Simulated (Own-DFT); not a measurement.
# Computed records: Hf$_{31}$SiO$_{64}$ (monoclinic hafnia with substituted atoms, atoms displaced), Hf$_{32}$O$_{63}$ (monoclinic hafnia with one neutral oxygen vacancy, atoms displaced)

A calculation, not a measurement: plane-wave PBE and HSE06 DFT by an unreviewed code, no spin, of a simulated cell at Gamma alone, so results move with cell size and shape, stress positive in tension, energies less offsets, not probed for a lower state with spin; hafnium file: forces about 75 meV/angstrom off all-electron values; oxygen file: force components 24 meV/angstrom off all-electron in a glass; k mesh not checked against a denser one; forces and stress are PBE's, HSE06 gives the energy alone, and its difference from PBE has offsets of its own; offsets are fitted by least squares, one for each functional and potential file, so energies compare only between cells with the same atoms and settings and are not formation energies; the far tail of each file's local potential was reset to the Coulomb form; each entry is a single point on an unrelaxed cell, so the pressure reflects the starting lattice, mostly measured values, from which strain is counted, and rises with the displacements; printed positions are rounded, which can move forces by about a meV/angstrom; the program is a retired in-house code; no spin-orbit coupling. Program: Own-DFT development build.

Common to all runs: first functional PBE; second functional HSE06; exact exchange share 0.25; screening 0.11 1/bohr; exchange divergence Gygi-Baldereschi; potential files PseudoDojo norm-conserving, scalar-relativistic, made for PBE, standard set; wave cutoff 48 hartree; occupations fixed; k mesh 1 x 1 x 1 centred on Gamma.

(1) Hf$_{31}$SiO$_{64}$ (monoclinic hafnia with substituted atoms, atoms displaced)

```
CELL_PARAMETERS angstrom
10.23400 0.00000 0.00000
0.00000 10.35000 0.00000
-1.69550 0.00000 10.44530
ATOMIC_POSITIONS crystal
Hf 0.14070 0.02215 0.09892
Si 0.35429 0.27015 0.14690
Hf 0.36311 0.47357 0.39364
Hf 0.13976 0.22776 0.35757
O 0.04316 0.17264 0.17179
O 0.45997 0.41115 0.07600
O 0.46641 0.32746 0.32340
O 0.04263 0.08357 0.41916
O 0.22753 0.37721 0.23166
O 0.27921 0.13629 0.00561
O 0.27097 0.12169 0.25800
O 0.22307 0.37683 0.49124
Hf 0.14336 0.02033 0.60535
Hf 0.36188 0.26511 0.64329
Hf 0.35953 0.47698 0.88573
Hf 0.14484 0.23248 0.85205
O 0.04062 0.16406 0.67172
O 0.46150 0.41937 0.57388
O 0.45784 0.34156 0.82533
O 0.04337 0.07585 0.93475
O 0.22452 0.37426 0.73596
O 0.28279 0.13057 0.50886
O 0.27151 0.11837 0.76670
O 0.22164 0.36538 0.99308
Hf 0.13687 0.52063 0.11002
Hf 0.36252 0.76355 0.14903
Hf 0.36092 0.97560 0.40252
Hf 0.14279 0.72756 0.35811
O 0.03957 0.67072 0.16940
O 0.46858 0.91691 0.08424
O 0.45619 0.84831 0.32548
O 0.04000 0.58699 0.42401
O 0.22179 0.88152 0.24583
O 0.28668 0.63624 0.01796
O 0.26841 0.62158 0.25338
O 0.23266 0.86898 0.49137
Hf 0.14073 0.51054 0.60256
Hf 0.36452 0.77504 0.64373
Hf 0.36270 0.98080 0.88868
Hf 0.13744 0.72347 0.84710
O 0.03292 0.66298 0.66426
O 0.46732 0.91216 0.58109
O 0.47584 0.84122 0.82623
O 0.03618 0.57628 0.92897
O 0.22374 0.86949 0.73842
O 0.27548 0.62033 0.50932
O 0.27470 0.62024 0.75368
O 0.22840 0.87562 0.98975
Hf 0.63991 0.01882 0.11127
Hf 0.86075 0.26444 0.14878
Hf 0.86230 0.48176 0.39990
Hf 0.63724 0.22840 0.35275
O 0.53187 0.15957 0.16993
O 0.95688 0.40891 0.06770
O 0.95885 0.33825 0.33726
O 0.53488 0.07874 0.42701
O 0.73486 0.38586 0.24592
O 0.77051 0.13143 0.00631
O 0.78395 0.12342 0.25632
O 0.71855 0.35411 0.49008
Hf 0.64539 0.02152 0.60514
Hf 0.87279 0.26251 0.64608
Hf 0.86055 0.47234 0.89516
Hf 0.63644 0.23189 0.85623
O 0.53955 0.16687 0.66856
O 0.96664 0.42043 0.58034
O 0.95890 0.33855 0.81891
O 0.53830 0.08362 0.92414
O 0.72244 0.37590 0.74540
O 0.78314 0.12781 0.51510
O 0.77295 0.12103 0.75723
O 0.72432 0.36837 0.99666
Hf 0.64435 0.51608 0.10634
Hf 0.86204 0.76409 0.15078
Hf 0.85522 0.97354 0.39578
Hf 0.63674 0.72967 0.35490
O 0.53820 0.67356 0.16948
O 0.96041 0.92247 0.07785
O 0.96493 0.83002 0.33183
O 0.53772 0.58652 0.41976
O 0.72684 0.88161 0.25102
O 0.77352 0.62535 0.01839
O 0.78440 0.61756 0.25956
O 0.72464 0.86942 0.49154
Hf 0.64268 0.52178 0.60694
Hf 0.85363 0.76850 0.64211
Hf 0.85773 0.97941 0.89497
Hf 0.63382 0.72569 0.84840
O 0.54187 0.66016 0.67463
O 0.96900 0.91713 0.57953
O 0.96323 0.82644 0.82313
O 0.53225 0.58356 0.92795
O 0.73072 0.88319 0.74112
O 0.77949 0.63073 0.51465
O 0.78321 0.61673 0.75766
O 0.72735 0.86378 0.99186
```

- PBE energy of cell above offsets: -87.353 eV
- HSE06 less PBE above offsets: 0.330 eV
- PBE pressure: 3.2 GPa
- PBE stress xx: -2.15 GPa
- PBE stress yy: -3.67 GPa
- PBE stress zz: -3.79 GPa
- PBE stress yz: -0.69 GPa
- PBE stress xz: 0.03 GPa
- PBE stress xy: 1.31 GPa

Force:
```csv
element,x (eV/Å),y (eV/Å),z (eV/Å)
Hf,0.132,-1.019,2.175
Si,1.683,0.406,-0.032
Hf,0.33,0.915,-0.147
Hf,-0.728,0.195,-1.577
O,-1.235,0.599,0.391
O,-1.134,-1.488,0.889
O,-1.205,0.142,-0.989
O,-0.687,-0.752,0.752
O,1.27,-1.25,0.455
O,0.712,0.994,1.557
O,1.597,1.126,-0.309
O,0.371,-1.613,-0.971
Hf,-1.48,-1.232,-0.935
Hf,1.506,1.252,-0.006
Hf,-0.625,1.365,3.284
Hf,-1.761,-0.173,2.075
O,0.171,0.047,0.077
O,0.244,-0.604,0.295
O,1.901,-2.23,-0.895
O,-0.835,1.753,-3.585
O,-0.383,-0.487,0.294
O,-0.609,0.154,0.917
O,0.94,0.107,-1.643
O,0.439,0.517,-0.41
Hf,-0.196,-0.187,-2.191
Hf,-0.192,2.846,-0.612
Hf,-0.075,1.673,-2.002
Hf,-0.443,0.71,-0.748
O,-0.813,0.064,0.324
O,-0.11,-0.096,-0.841
O,2.928,-3.013,0.283
O,-1.046,-1.005,-0.411
O,-0.275,-0.41,-0.346
O,-1.328,-1.804,-1.918
O,0.94,-0.73,1.769
O,-0.984,-0.235,0.855
Hf,-0.617,2.677,-0.059
Hf,-0.59,-1.889,0.246
Hf,0.606,-0.902,3.278
Hf,-1.369,0.334,0.956
O,0.111,0.207,0.748
O,0.861,0.597,0.099
O,-0.747,-0.38,-0.765
O,0.838,0.755,-0.829
O,0.63,1.124,-0.395
O,1.046,1.211,-0.082
O,0.306,-0.517,0.59
O,0.103,-0.343,-0.695
Hf,-0.958,-0.307,-1.704
Hf,1.229,0.821,-0.352
Hf,0.42,-0.221,0.066
Hf,-0.287,-0.951,-0.319
O,-1.163,1.695,0.513
O,1.195,0.336,1.543
O,2.012,-1.445,-0.628
O,1.124,0.883,-0.123
O,-1.322,-0.865,-0.406
O,0.656,-0.294,0.159
O,-1.008,-0.702,1.094
O,0.597,2.19,0.752
Hf,-0.739,0.466,-0.115
Hf,-1.747,1.55,-0.354
Hf,-0.03,1.051,0.636
Hf,-0.031,-0.327,0.055
O,-1.244,0.52,0.511
O,-0.969,-0.967,-0.082
O,1.996,-1.647,0.39
O,-0.577,-0.062,-0.608
O,-0.434,0.416,-0.776
O,-0.13,-1.378,-0.988
O,0.582,0.277,0.586
O,-0.794,-0.015,-0.646
Hf,-1.419,0.16,-0.136
Hf,1.014,1.345,-0.989
Hf,2.453,0.871,0.499
Hf,-0.446,0.402,-1.047
O,0.893,-0.663,1.071
O,-0.225,-0.612,0.484
O,-0.076,0.113,0.204
O,-0.537,-0.597,0.257
O,-0.402,-0.422,-0.781
O,0.314,-0.203,-1.044
O,-1.07,0.859,0.775
O,-0.477,-0.059,0.021
Hf,0.114,-1.89,-0.336
Hf,2.878,0.553,1.614
Hf,1.167,-0.904,1.336
Hf,0.936,-0.147,2.439
O,-1.151,0.83,-0.407
O,-0.136,0.111,-0.301
O,0.141,0.472,0.544
O,0.253,0.121,-0.819
O,-0.912,-0.669,-0.339
O,-0.876,-0.909,-1.142
O,-0.749,0.402,0.229
O,-0.266,0.398,-0.256
```

(2) Hf$_{32}$O$_{63}$ (monoclinic hafnia with one neutral oxygen vacancy, atoms displaced)

```
CELL_PARAMETERS angstrom
10.23400 0.00000 0.00000
0.00000 10.35000 0.00000
-1.69550 0.00000 10.44530
ATOMIC_POSITIONS crystal
Hf 0.14162 0.00796 0.10409
Hf 0.35203 0.26275 0.15551
Hf 0.37027 0.47958 0.39549
Hf 0.13703 0.23686 0.34401
O 0.02981 0.16106 0.17642
O 0.45292 0.40304 0.07997
O 0.45678 0.35233 0.32155
O 0.04231 0.08347 0.42831
O 0.21547 0.39126 0.24000
O 0.27590 0.12262 0.00022
O 0.27691 0.12590 0.26018
O 0.22889 0.37942 0.47792
Hf 0.13637 0.01609 0.58826
Hf 0.35479 0.26530 0.63641
Hf 0.35703 0.49463 0.89674
Hf 0.12353 0.23473 0.84613
O 0.03867 0.16716 0.67704
O 0.45004 0.40695 0.56825
O 0.46203 0.31882 0.83122
O 0.04186 0.09554 0.92562
O 0.22313 0.37463 0.73715
O 0.26634 0.11166 0.51627
O 0.28160 0.11458 0.75973
O 0.21996 0.37760 0.00308
Hf 0.13740 0.51216 0.09209
Hf 0.34697 0.76887 0.15559
Hf 0.35782 0.97797 0.39115
Hf 0.13824 0.74360 0.35602
O 0.02563 0.66601 0.16944
O 0.45307 0.91680 0.07640
O 0.45345 0.83307 0.32690
O 0.03463 0.58985 0.41639
O 0.21645 0.87893 0.23751
O 0.28148 0.62539 0.02132
O 0.23101 0.86478 0.50103
Hf 0.14958 0.52504 0.60322
Hf 0.36959 0.76386 0.64301
Hf 0.34737 0.98059 0.89714
Hf 0.13126 0.73533 0.84702
O 0.02943 0.67676 0.68153
O 0.45607 0.90532 0.58109
O 0.45352 0.83117 0.81726
O 0.03505 0.60087 0.91713
O 0.22009 0.87642 0.73107
O 0.27676 0.63108 0.51154
O 0.28564 0.62774 0.76468
O 0.22796 0.86522 0.99136
Hf 0.64794 0.02089 0.10681
Hf 0.85649 0.28097 0.14416
Hf 0.84872 0.48462 0.39122
Hf 0.63886 0.22317 0.36949
O 0.53668 0.16446 0.17523
O 0.94676 0.40583 0.07579
O 0.96013 0.33486 0.32423
O 0.53788 0.09363 0.41709
O 0.72762 0.37061 0.24032
O 0.77364 0.11357 0.00203
O 0.78360 0.12507 0.26900
O 0.73056 0.36880 0.49760
Hf 0.63720 0.02108 0.59023
Hf 0.85148 0.26571 0.65020
Hf 0.86589 0.49343 0.89598
Hf 0.63586 0.24854 0.84663
O 0.54455 0.17407 0.68011
O 0.96350 0.41343 0.58269
O 0.95604 0.33588 0.82767
O 0.53419 0.09943 0.92028
O 0.72715 0.38288 0.74525
O 0.76311 0.12495 0.51084
O 0.76608 0.11908 0.75819
O 0.73126 0.38543 0.99601
Hf 0.63824 0.50364 0.09459
Hf 0.86413 0.76603 0.13794
Hf 0.85947 0.98446 0.40747
Hf 0.63759 0.72909 0.35375
O 0.53679 0.67726 0.17299
O 0.95228 0.90350 0.06568
O 0.95637 0.83394 0.32000
O 0.54399 0.59428 0.42280
O 0.71547 0.88275 0.23889
O 0.76534 0.62452 0.00133
O 0.77078 0.62529 0.26796
O 0.72743 0.86610 0.49659
Hf 0.64836 0.52054 0.61000
Hf 0.86625 0.75695 0.65063
Hf 0.85677 0.98286 0.89778
Hf 0.64691 0.74267 0.85879
O 0.53807 0.66052 0.67830
O 0.96154 0.91200 0.58615
O 0.95343 0.83357 0.83428
O 0.53987 0.59393 0.93351
O 0.72784 0.88962 0.73081
O 0.77629 0.62178 0.52107
O 0.78254 0.61113 0.75354
O 0.72316 0.87519 0.98676
```

- PBE energy of cell above offsets: -80.319 eV
- HSE06 less PBE above offsets: 0.534 eV
- PBE pressure: 8.54 GPa
- PBE stress xx: -9.18 GPa
- PBE stress yy: -7.66 GPa
- PBE stress zz: -8.78 GPa
- PBE stress yz: 1.88 GPa
- PBE stress xz: 0.21 GPa
- PBE stress xy: -0.81 GPa

Force:
```csv
element,x (eV/Å),y (eV/Å),z (eV/Å)
Hf,-2.014,3.127,-2.404
Hf,2.788,1.113,-3.158
Hf,-2.137,3.286,0.096
Hf,-2.449,0.204,0.86
O,1.06,-0.543,-0.3
O,2.172,1.804,-0.813
O,2.881,-3.725,-0.574
O,-2.025,0.329,-2.265
O,0.238,-0.818,0.192
O,-1.077,1.29,2.593
O,-0.469,-1.453,0.816
O,-1.732,-1.363,0.921
Hf,-1.329,-1.436,6.028
Hf,0.263,-1.302,2.94
Hf,2.052,-2.657,1.278
Hf,2.667,-0.653,0.542
O,-1.353,-0.072,-1.199
O,2.959,1.521,0.949
O,-2.09,3.413,-0.629
O,-2.165,-2.464,0.807
O,0.298,1.534,-0.341
O,3.902,3.133,-2.31
O,-0.873,1.097,-1.048
O,-0.003,-1.522,-2.575
Hf,-1.223,2.104,2.675
Hf,4.466,-1.141,-2.213
Hf,0.443,-0.463,1.765
Hf,-1.942,-3.19,0.322
O,1.487,-1.054,-0.344
O,0.746,0.294,0.653
O,0.231,0.566,0.998
O,-0.323,-0.382,1.111
O,-0.534,0.739,1.388
O,-0.538,-0.299,-0.661
O,-0.787,0.566,-2.956
Hf,-2.374,-1.198,-1.198
Hf,-1.236,0.418,1.728
Hf,4.012,0.277,-1.229
Hf,1.786,2.828,0.589
O,3.744,-3.281,-1.427
O,3.35,3.773,-2.486
O,1.995,-0.014,1.954
O,-1.294,-2.808,1.248
O,-0.783,-0.487,0.98
O,-0.164,-0.594,-0.62
O,-1.615,-1.02,-0.396
O,-2.32,-0.089,0.238
Hf,-3.226,0.948,-1.102
Hf,-0.708,-5.638,1.698
Hf,3.086,-0.882,1.337
Hf,2.136,4.061,-5.24
O,-0.414,0.398,1.13
O,5.309,4.571,-1.379
O,0.631,0.392,0.506
O,-4.504,-3.798,1.127
O,-1.553,1.526,0.51
O,0.536,2.933,1.936
O,-0.797,-0.393,0.492
O,-1.343,-0.257,-0.614
Hf,-2.307,-1.913,4.985
Hf,2.553,0.625,0.305
Hf,-0.176,-1.73,-0.105
Hf,-1.14,-4.059,2.316
O,-1.048,-0.583,-3.437
O,0.759,0.845,-0.335
O,-0.011,0.489,0.367
O,-0.302,-1.724,0.932
O,-0.217,0.579,-0.639
O,2.386,0.802,0.095
O,1.502,0.924,-0.663
O,-1.169,-1.985,-2.028
Hf,-3.573,2.673,2.177
Hf,-1.796,-0.256,2.061
Hf,1.222,-1.94,-2.106
Hf,0.177,1.722,-1.638
O,-0.67,-0.887,0.14
O,3.226,2.141,0.835
O,0.239,1.048,0.735
O,-1.802,-2.292,1.364
O,0.621,-0.107,0.529
O,1.674,1.099,0.787
O,0.582,-0.869,-0.872
O,-0.528,0.401,-1.282
Hf,-2.311,0.141,-0.605
Hf,-2.771,4.07,-0.901
Hf,0.504,1.204,-2.074
Hf,-3.052,-0.534,-1.854
O,1.263,-0.93,-0.143
O,0.262,0.767,-1.257
O,1.27,-1.064,-0.288
O,-1.796,-1.101,-1.261
O,-0.8,-1.625,1.165
O,0.694,0.018,-1.265
O,-0.554,1.552,1.007
O,-0.753,-0.754,0.028
```
